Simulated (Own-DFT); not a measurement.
## Calculated data, Si₃N₄ (beta silicon nitride, strained, atoms displaced)

A calculation, not a measurement: plane-wave PBE density functional theory by an unreviewed code, no spin, of a simulated periodic cell, stress positive in tension, free energy of the whole cell less one offset for each atom, forces on such cells passed a denser k mesh, this cell's mesh not checked; offsets are fitted by least squares, one for each functional and potential file, so energies compare only between cells with the same atoms and settings and are not formation energies; the far tail of each file's local potential was reset to the Coulomb form; each entry is a single point on an unrelaxed cell, so the pressure reflects the starting lattice, mostly measured values (interpolated for alloys), from which strain is counted, and rises with the displacements; printed positions are rounded, which can move forces by about a meV/angstrom; the program, named Own-DFT, is a retired in-house code; no spin-orbit coupling. Program: Own-DFT development build.

### Si₃N₄ (beta silicon nitride, strained, atoms displaced)

```
cell vectors (Å)
   7.5054     0.0722     0.1120
  -3.6902     6.5412    -0.0827
   0.1285    -0.0353     8.8167
atoms (fractions of the cell vectors)
Si  0.16683  0.77222  0.09245
Si  0.23293  0.40057  0.08768
Si  0.60040  0.83005  0.06789
Si  0.83161  0.23559  0.25440
Si  0.76712  0.60086  0.25255
Si  0.40083  0.17291  0.24235
N   0.33013  0.01904  0.08107
N   0.96740  0.29869  0.07995
N   0.69879  0.67218  0.07670
N   0.65895  0.96909  0.24647
N   0.03062  0.69763  0.25008
N   0.30009  0.33017  0.25665
N   0.35123  0.67570  0.08020
N   0.66999  0.33462  0.24903
Si  0.17649  0.75862  0.41398
Si  0.23403  0.41331  0.41725
Si  0.58766  0.83439  0.40598
Si  0.81739  0.23275  0.58673
Si  0.76237  0.59900  0.58914
Si  0.40636  0.18823  0.58544
N   0.33667  0.03960  0.42114
N   0.97690  0.30165  0.42367
N   0.70152  0.66940  0.40869
N   0.66583  0.96602  0.58280
N   0.02032  0.69994  0.58170
N   0.29915  0.33180  0.58580
N   0.32742  0.66901  0.42135
N   0.66642  0.32278  0.57661
Si  0.17384  0.76631  0.73393
Si  0.23151  0.39755  0.75062
Si  0.59393  0.82808  0.75386
Si  0.83241  0.23914  0.91595
Si  0.78137  0.60660  0.91023
Si  0.38840  0.16353  0.91556
N   0.33200  0.05086  0.74068
N   0.97152  0.30729  0.74706
N   0.68911  0.66515  0.75506
N   0.67588  0.96114  0.90928
N   0.03069  0.70016  0.92591
N   0.29494  0.32129  0.91785
N   0.32807  0.66278  0.74686
N   0.65820  0.31961  0.92447
```

| Quantity | Value |
| --- | --- |
| functional | PBE |
| potential files | PseudoDojo norm-conserving, scalar-relativistic, standard set |
| wave cutoff | 42 hartree |
| occupations | Fermi-Dirac |
| smearing width | 0.1 eV |
| k mesh | 3 x 3 x 3 centred on Gamma |
| free energy of cell above offsets | -2.866 eV |
| pressure | 9.06 GPa |
| stress xx | -17.67 GPa |
| stress yy | -4.74 GPa |
| stress zz | -4.77 GPa |
| stress yz | -1.33 GPa |
| stress xz | 5.19 GPa |
| stress xy | 5.45 GPa |

Force:
| element | x (eV/Å) | y (eV/Å) | z (eV/Å) |
| --- | --- | --- | --- |
| Si | 3.069 | -1.875 | -2.968 |
| Si | -0.789 | 2.274 | -0.54 |
| Si | -0.29 | 0.109 | 3.333 |
| Si | -0.515 | -0.723 | -0.26 |
| Si | 1.226 | -2.149 | -3.92 |
| Si | 2.848 | -0.443 | 2.421 |
| N | -0.842 | 2.615 | -0.026 |
| N | 1.571 | 0.243 | 1.341 |
| N | 1.846 | -0.668 | 1.512 |
| N | 0.899 | 1.414 | -1.323 |
| N | -0.64 | -0.276 | 1.941 |
| N | -0.794 | 0.454 | -1.981 |
| N | -3.599 | -2.739 | 0.476 |
| N | -1.26 | 0.501 | -0.054 |
| Si | -5.222 | 4.074 | 0.255 |
| Si | 0.556 | -1.086 | 1.651 |
| Si | 1.332 | -0.716 | 2.324 |
| Si | 4.293 | -1.962 | 0.024 |
| Si | 0.204 | -1.77 | -2.763 |
| Si | 2.332 | -1.881 | -2.584 |
| N | -0.466 | -2.038 | -1.703 |
| N | -1.309 | -0.579 | -1.143 |
| N | -2.669 | 1.437 | 4.215 |
| N | 0.281 | 0.011 | -0.038 |
| N | 0.777 | 0.356 | -0.545 |
| N | -1.308 | 1.88 | -1.813 |
| N | 4.164 | -1.214 | -0.271 |
| N | -4.33 | 4.367 | 0.484 |
| Si | -0.521 | 1.685 | 3.133 |
| Si | -1.452 | 1.44 | 1.129 |
| Si | -1.824 | -0.699 | -3.17 |
| Si | -0.695 | -1.454 | -0.22 |
| Si | -1.185 | -3.413 | 2.194 |
| Si | 3.62 | 0.172 | 0.086 |
| N | -0.133 | -4.742 | 1.934 |
| N | -0.096 | -0.505 | 0.344 |
| N | 1.207 | -0.723 | -0.727 |
| N | 0.132 | 4.035 | 0.728 |
| N | 1.353 | 1.112 | -2.651 |
| N | -1.887 | 1.227 | -0.026 |
| N | 1.242 | 0.26 | 0.099 |
| N | -1.126 | 1.992 | -0.898 |
